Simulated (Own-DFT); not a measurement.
## Calculated data, Al3GaN4 (wurtzite random alloy, strained, atoms displaced), SiGe (layered order of Si and Ge on the diamond lattice, atoms displaced)

All values are calculated (Own-DFT development build). A calculation, not a measurement: plane-wave PBEsol density functional theory by an unreviewed code, no spin, of a simulated periodic cell, stress positive in tension, free energy of the whole cell less one offset for each atom, forces on such cells passed a denser k mesh, this cell's mesh not checked; offsets are fitted by least squares, one for each functional and potential file, so energies compare only between cells with the same atoms and settings and are not formation energies; the far tail of each file's local potential was reset to the Coulomb form; each entry is a single point on an unrelaxed cell, so the pressure reflects the starting lattice, mostly measured values, from which strain is counted, and rises with the displacements; printed positions are rounded, which can move forces by about a meV/angstrom; the program is a retired in-house code; no spin-orbit coupling.

Common to all runs: functional PBEsol; potential files PseudoDojo norm-conserving, scalar-relativistic, made for PBE, standard set; wave cutoff 42 hartree; occupations Fermi-Dirac; smearing width 0.1 eV; hardware one NVIDIA H100.

(1) Al3GaN4 (wurtzite random alloy, strained, atoms displaced)

```
Al3GaN4
1.0
      9.4642     0.0000     0.0000
     -4.7321     8.1962     0.0000
      0.0000     0.0000    10.0655
Al Ga N Ga Al N Ga Al N Al N Ga Al N Ga Al N Al Ga N Al N Al N Al Ga N Al Ga N Al N Al N Al N Al N Al N Ga Al N Al N
1 1 2 1 1 2 1 1 2 2 2 1 1 2 1 1 2 1 1 2 2 2 2 2 1 1 2 1 1 2 2 2 2 2 2 2 2 2 2 2 1 1 2 2 2
Direct
  0.11745 0.22365 0.01438
  0.21510 0.10743 0.25404
  0.11418 0.22571 0.18928
  0.22504 0.11333 0.43767
  0.10260 0.21922 0.50415
  0.22914 0.10642 0.75395
  0.11386 0.21791 0.69124
  0.22434 0.10593 0.94396
  0.11406 0.54508 0.00384
  0.22423 0.43670 0.25308
  0.10755 0.55733 0.18947
  0.22859 0.45194 0.43300
  0.10971 0.55133 0.49315
  0.22477 0.44661 0.76105
  0.10795 0.55640 0.68552
  0.21891 0.44596 0.94653
  0.11135 0.89180 0.99760
  0.22516 0.78492 0.24463
  0.11234 0.88741 0.19054
  0.22224 0.77923 0.43353
  0.11756 0.88905 0.49772
  0.22387 0.77515 0.74897
  0.11533 0.88509 0.70123
  0.22241 0.77903 0.94149
  0.44027 0.21861 0.00644
  0.55996 0.11271 0.24928
  0.44343 0.21909 0.18564
  0.56034 0.12192 0.44912
  0.44980 0.22696 0.49634
  0.55665 0.10762 0.74795
  0.45710 0.23741 0.68933
  0.55060 0.10878 0.94071
  0.45726 0.55426 0.00421
  0.55331 0.44526 0.24951
  0.43736 0.55457 0.19050
  0.55935 0.44678 0.43773
  0.44086 0.56037 0.50158
  0.56146 0.44729 0.75043
  0.44662 0.55771 0.68947
  0.55751 0.44001 0.94104
  0.43564 0.89219 0.99936
  0.56713 0.77957 0.24904
  0.44608 0.89371 0.19714
  0.54549 0.77760 0.43806
  0.43482 0.89267 0.50166
  0.55560 0.78298 0.75129
  0.44555 0.89593 0.69266
  0.55782 0.78772 0.94318
  0.78323 0.22584 0.00385
  0.88610 0.11356 0.24544
  0.77397 0.22215 0.19424
  0.90266 0.10709 0.43842
  0.77636 0.22951 0.49763
  0.88604 0.10998 0.75745
  0.78334 0.22905 0.69451
  0.89637 0.12317 0.93061
  0.77538 0.54472 0.00088
  0.89666 0.44784 0.24473
  0.78200 0.55867 0.18739
  0.88426 0.44072 0.44681
  0.77517 0.55385 0.50004
  0.89242 0.45004 0.74453
  0.78722 0.55923 0.68992
  0.89840 0.45295 0.93822
  0.76247 0.87961 0.99795
  0.88887 0.77332 0.24667
  0.77607 0.88335 0.19032
  0.89878 0.77840 0.43609
  0.76981 0.89095 0.49842
  0.89013 0.77780 0.74866
  0.77059 0.88714 0.68712
  0.89087 0.77879 0.94107
```

- k mesh: 4 x 4 x 3 centred on Gamma
- free energy of cell above offsets: -24.120 eV
- pressure: 0.25 GPa
- stress xx: 0.43 GPa
- stress yy: 1.58 GPa
- stress zz: -2.75 GPa
- stress yz: -0.85 GPa
- stress xz: -0.14 GPa
- stress xy: -1.3 GPa
- wall time: 546.8 s

Force:
```
element  x (eV/Å)  y (eV/Å)  z (eV/Å)
     Al    -0.367    -0.494    -3.962
     Ga     1.021    -0.147    -0.724
      N    -1.266    -0.507     1.411
      N     0.675     0.598     1.465
     Ga     2.689     1.478      0.54
     Al    -0.577     1.034    -0.522
      N    -0.157     0.393     1.599
      N    -0.751     2.444    -0.388
     Ga    -2.184     2.563    -0.042
     Al    -1.176     1.601    -0.749
      N     1.534    -0.036     1.569
      N    -0.498    -0.659     1.231
     Al    -0.194     0.711     0.502
     Al     -0.28    -0.696    -1.785
      N     1.579      0.08     0.178
      N      3.94    -1.441    -0.628
     Ga     0.074    -1.352     0.504
     Al     0.393    -0.914     0.352
      N    -0.797    -0.193      0.09
      N     0.831    -0.862     0.371
     Ga    -0.919     0.297     0.939
     Al    -0.203    -0.292     0.692
      N    -0.479     0.594    -1.042
      N     0.628    -0.699    -0.575
     Al     0.742    -0.155    -1.714
     Ga    -1.478     -0.23     0.983
      N    -0.431     1.227     1.509
      N     0.163    -1.573    -0.715
     Al     -1.16     0.472     0.807
     Al    -0.176     2.141     0.564
      N    -0.275    -3.216    -0.514
      N     0.687     0.812     0.133
     Al    -1.894     0.587    -0.624
     Al      0.59    -0.184    -0.143
      N      1.48     -0.53    -0.364
      N    -0.916      0.38     0.093
     Al     0.891    -0.445    -0.277
     Ga    -0.041      0.95    -0.137
      N     -1.01     0.606     0.655
      N    -0.281     0.121     1.055
     Al      1.08    -0.002     0.759
     Ga    -2.777    -0.636     0.477
      N     0.168    -0.936    -1.532
      N     0.664      0.72     1.295
     Al     1.191     0.116    -0.523
     Al     0.015    -0.536    -0.222
      N     0.066    -1.316     -0.65
      N    -2.399    -2.476    -1.043
     Al    -0.732    -0.151    -1.596
     Al      0.99    -0.764     0.837
      N     1.989     1.068    -0.902
      N    -4.374    -0.692    -1.568
     Al     1.428    -1.205     1.402
     Al     0.567     0.422    -3.016
      N     -0.15    -0.953    -0.793
      N     0.246     -0.41     4.168
     Al     0.426     1.647    -0.516
     Al    -1.518    -0.112     1.243
      N    -0.486    -1.202     0.392
      N     0.613     1.076    -1.745
     Al     0.462     0.887    -0.162
     Al     0.454      -0.6     0.827
      N      -0.8     0.482    -0.412
      N    -1.111    -1.621     0.016
     Ga     3.169     2.119     0.175
     Al     0.464     0.662     0.361
      N     1.532     1.817    -0.033
      N    -2.186    -0.692     0.333
     Al      1.22    -0.634    -0.088
     Al      -0.2     0.379     0.233
      N     0.746     0.322     0.514
      N     -1.17    -1.241     -0.57
```

(2) SiGe (layered order of Si and Ge on the diamond lattice, atoms displaced)

```
SiGe
1.0
     11.0890     0.0000     0.0000
      0.0000    11.0890     0.0000
      0.0000     0.0000    11.0890
Ge Si Ge Si Ge Si Ge Si
8 8 8 8 8 8 8 8
Direct
  0.99956 0.00137 0.00059
  0.99450 0.24988 0.24724
  0.24689 0.00303 0.24932
  0.24793 0.24694 0.00363
  0.12837 0.12420 0.12319
  0.12161 0.37695 0.37235
  0.37263 0.12289 0.37504
  0.38108 0.37505 0.12007
  0.00438 0.99948 0.50056
  0.99824 0.24410 0.74969
  0.25090 0.00106 0.74823
  0.25404 0.24753 0.50255
  0.12205 0.12477 0.62291
  0.12631 0.37553 0.87067
  0.37938 0.12144 0.87419
  0.37407 0.37236 0.62421
  0.00012 0.50649 0.99717
  0.00087 0.75342 0.24764
  0.24844 0.50236 0.24961
  0.25456 0.74690 0.00090
  0.12747 0.62392 0.12725
  0.12391 0.87173 0.37062
  0.37992 0.62696 0.37430
  0.37436 0.87687 0.12423
  0.00414 0.49830 0.49925
  0.00129 0.74874 0.74986
  0.24810 0.50322 0.74953
  0.24904 0.75089 0.49439
  0.12519 0.62621 0.62282
  0.12292 0.87511 0.87724
  0.37426 0.62941 0.87439
  0.37684 0.87342 0.62218
  0.49773 0.99642 0.00062
  0.50140 0.24740 0.25269
  0.74994 0.99890 0.24852
  0.75130 0.25133 0.99949
  0.62453 0.12303 0.12457
  0.62025 0.37507 0.37321
  0.87598 0.12366 0.37270
  0.87381 0.37697 0.12334
  0.49255 0.00352 0.50063
  0.50363 0.24564 0.74992
  0.75597 0.00240 0.75054
  0.74898 0.25147 0.50399
  0.62701 0.12536 0.62654
  0.62743 0.37522 0.87659
  0.87568 0.12062 0.87839
  0.87486 0.37414 0.62532
  0.50583 0.49922 0.00095
  0.49811 0.75509 0.24900
  0.74803 0.50155 0.24887
  0.75101 0.74913 0.00001
  0.63250 0.62567 0.12331
  0.62560 0.87209 0.37627
  0.87477 0.62945 0.37709
  0.88002 0.87128 0.12512
  0.49979 0.49983 0.49903
  0.50213 0.75146 0.74928
  0.75334 0.49946 0.74969
  0.75193 0.74502 0.49776
  0.62195 0.62118 0.62331
  0.62207 0.87657 0.87406
  0.87661 0.62092 0.87253
  0.87291 0.87671 0.62715
```

* k mesh: 3 x 3 x 3 centred on Gamma
* free energy of cell above offsets: -2.588 eV
* pressure: 0.67 GPa
* stress xx: -0.62 GPa
* stress yy: -0.66 GPa
* stress zz: -0.72 GPa
* stress yz: 0.14 GPa
* stress xz: -0.26 GPa
* stress xy: -0.21 GPa
* wall time: 508.5 s

Force:
```
element  x (eV/Å)  y (eV/Å)  z (eV/Å)
     Ge     0.293    -0.398    -0.234
     Ge     0.691     0.014    -0.075
     Ge     0.293    -0.617     0.095
     Ge     0.836     0.644    -1.518
     Ge    -1.065      0.21     0.425
     Ge      0.62    -0.747      0.49
     Ge    -0.012     0.388     0.247
     Ge    -0.724    -0.173     0.796
     Si    -0.607     -0.28     0.042
     Si     0.018     0.515      0.12
     Si    -0.144    -0.336     0.081
     Si    -0.933     0.362    -0.116
     Si      0.65      0.01     0.252
     Si    -0.299    -0.253     0.111
     Si    -0.635     0.368    -0.283
     Si     0.333     0.343     0.422
     Ge     0.367    -0.959     -0.12
     Ge     0.033    -1.022     0.231
     Ge     0.917    -0.621     0.135
     Ge    -0.756     0.564    -0.342
     Ge    -0.312     0.436    -0.415
     Ge     0.231     0.684     0.858
     Ge    -0.573    -0.161     0.318
     Ge    -0.419    -0.044     0.281
     Si    -0.689     0.359     0.584
     Si    -0.208     0.194    -0.019
     Si     0.426    -0.192    -0.179
     Si     0.339      -0.2     0.788
     Si     0.088     0.069     -0.08
     Si     0.544    -0.123    -0.611
     Si     0.639     -0.78    -0.523
     Si    -0.544     0.075     0.211
     Ge     0.392     0.396    -0.538
     Ge    -0.433     -0.06    -0.494
     Ge     0.122    -0.374     0.087
     Ge    -0.171    -0.367    -0.352
     Ge       0.1     0.126    -0.173
     Ge     0.764      0.07     0.827
     Ge    -0.284     0.008      1.05
     Ge     0.197     0.338     -0.14
     Si     1.228    -0.544     0.428
     Si    -0.189     0.634     0.212
     Si    -0.898    -0.294     0.142
     Si     0.052    -0.076     -0.37
     Si    -0.104    -0.308    -0.244
     Si    -0.026     -0.16    -0.946
     Si    -0.049      0.68    -0.542
     Si     0.326    -0.004    -0.002
     Ge    -0.231      0.64    -0.913
     Ge     0.646    -0.567    -0.318
     Ge     0.448    -0.246     0.605
     Ge     0.347     0.316    -1.164
     Ge     -1.16     0.344     0.361
     Ge    -0.149     0.591     0.647
     Ge     0.629    -0.905    -0.182
     Ge    -0.819     0.722    -0.353
     Si    -0.321    -0.294     0.483
     Si    -0.199    -0.191     -0.21
     Si     -0.49    -0.157    -0.116
     Si    -0.639     0.746      1.24
     Si     0.587     0.258     0.259
     Si     0.761     -0.07     -0.35
     Si    -0.314      0.88     -0.46
     Si     0.477    -0.461    -0.449
```

(3) SiGe (layered order of Si and Ge on the diamond lattice, atoms displaced)

```
SiGe
1.0
     11.0890     0.0000     0.0000
      0.0000    11.0890     0.0000
      0.0000     0.0000    11.0890
Ge Si Ge Si Ge Si Ge Si
8 8 8 8 8 8 8 8
Direct
  0.00142 0.99885 0.99861
  0.99753 0.24812 0.25097
  0.25109 0.99951 0.25131
  0.25080 0.24841 0.00208
  0.12667 0.12237 0.12994
  0.12946 0.37544 0.37565
  0.37238 0.11933 0.37696
  0.37227 0.37622 0.12816
  0.00208 0.99634 0.49711
  0.99840 0.25312 0.74817
  0.24854 0.00421 0.75121
  0.24466 0.25301 0.49479
  0.12378 0.12477 0.62430
  0.12289 0.37704 0.87209
  0.37791 0.12930 0.87031
  0.37318 0.37266 0.62325
  0.00307 0.50157 0.99802
  0.00021 0.75299 0.24650
  0.24760 0.50339 0.25211
  0.24915 0.74831 0.00488
  0.12853 0.62610 0.12743
  0.12534 0.88433 0.37341
  0.37559 0.62486 0.37556
  0.37811 0.87512 0.12430
  0.99920 0.49767 0.50161
  0.99329 0.75044 0.74528
  0.25176 0.49708 0.75110
  0.24869 0.75297 0.49856
  0.12016 0.62474 0.62663
  0.12578 0.87699 0.86982
  0.37475 0.62441 0.87929
  0.37785 0.87471 0.62711
  0.50060 0.99844 0.00008
  0.49808 0.25142 0.24899
  0.74924 0.99618 0.25055
  0.75472 0.25133 0.99959
  0.61970 0.12561 0.12609
  0.62299 0.37202 0.37692
  0.87729 0.12787 0.37474
  0.88022 0.37322 0.12344
  0.49746 0.00321 0.49860
  0.49958 0.24941 0.75606
  0.75077 0.00025 0.74839
  0.74823 0.24459 0.49823
  0.62437 0.12199 0.62527
  0.62430 0.37397 0.87130
  0.87587 0.12270 0.87482
  0.87418 0.37630 0.62185
  0.49664 0.50393 0.00019
  0.49907 0.75276 0.24963
  0.75560 0.50328 0.25325
  0.74551 0.74980 1.00000
  0.61891 0.62637 0.12313
  0.62340 0.87400 0.37594
  0.87708 0.62399 0.37457
  0.87415 0.87424 0.12566
  0.50191 0.50228 0.49935
  0.49988 0.75073 0.74889
  0.74799 0.49841 0.75167
  0.74680 0.74825 0.50006
  0.62517 0.62230 0.62265
  0.62498 0.87859 0.87488
  0.87439 0.63044 0.87352
  0.87734 0.86894 0.62387
```

* k mesh: 3 x 3 x 3 centred on Gamma
* free energy of cell above offsets: -2.611 eV
* pressure: 0.68 GPa
* stress xx: -0.68 GPa
* stress yy: -0.65 GPa
* stress zz: -0.7 GPa
* stress yz: 0.31 GPa
* stress xz: -0.14 GPa
* stress xy: -0.08 GPa
* wall time: 498.3 s

Force:
```
element  x (eV/Å)  y (eV/Å)  z (eV/Å)
     Ge     0.049    -0.032    -0.202
     Ge     0.895     0.441    -0.067
     Ge      0.42    -0.128     -0.57
     Ge    -0.292     0.219     -0.76
     Ge    -0.266     0.209    -0.557
     Ge    -1.228     0.294    -0.067
     Ge     0.075     1.239     0.145
     Ge    -0.002     0.228    -0.345
     Si    -0.608     0.707      1.05
     Si    -0.059    -0.367     0.019
     Si     0.511    -0.151    -0.425
     Si     0.848    -0.951     1.232
     Si    -0.148     0.233    -0.155
     Si     0.428    -0.473    -0.067
     Si    -0.586    -0.784     0.722
     Si     0.294     0.116     0.011
     Ge    -0.188     0.325    -0.367
     Ge     0.256    -0.149     0.685
     Ge     0.494    -0.276     0.041
     Ge      0.18     0.589    -1.247
     Ge    -0.795    -0.129    -0.152
     Ge     0.026    -1.455     0.287
     Ge     -0.08     0.342     0.489
     Ge     -0.58     0.114     0.049
     Si     0.267     0.195     0.089
     Si     1.041    -0.156      0.67
     Si    -0.165     0.464    -0.175
     Si    -0.114    -0.102     0.655
     Si     0.595    -0.043    -0.156
     Si    -0.185    -0.552     0.084
     Si    -0.295     0.394    -1.099
     Si    -0.573     0.311    -0.263
     Ge    -0.255     0.542    -0.855
     Ge    -0.317    -0.297     0.512
     Ge    -0.015     0.718     0.063
     Ge    -0.742    -0.362    -0.458
     Ge     0.908     0.013    -0.184
     Ge     0.472     0.393     0.111
     Ge    -0.509    -0.977     0.595
     Ge    -0.358     0.663     0.158
     Si      0.39    -0.695     0.865
     Si     0.312     0.267    -1.399
     Si     0.209     -0.29    -0.033
     Si     0.047     0.485     0.785
     Si    -0.125     0.334     0.116
     Si     0.075     0.275     0.593
     Si     0.064     0.357    -0.574
     Si    -0.471    -0.372      0.23
     Ge     0.271    -1.043    -0.457
     Ge    -0.006    -0.362     0.228
     Ge    -0.973    -0.737    -0.811
     Ge     0.241     0.218    -0.469
     Ge     0.826    -0.248     0.607
     Ge     0.007     0.205     0.618
     Ge     0.346     0.658     0.837
     Ge    -0.172     0.069    -0.613
     Si    -0.399    -0.543     0.497
     Si     0.201    -0.294     0.354
     Si     0.367     0.297    -0.387
     Si      0.38    -0.095     0.272
     Si    -0.008     0.264     0.531
     Si     0.096      -0.4    -0.658
     Si    -0.276    -0.621    -0.058
     Si      -0.8     0.907     -0.57
```
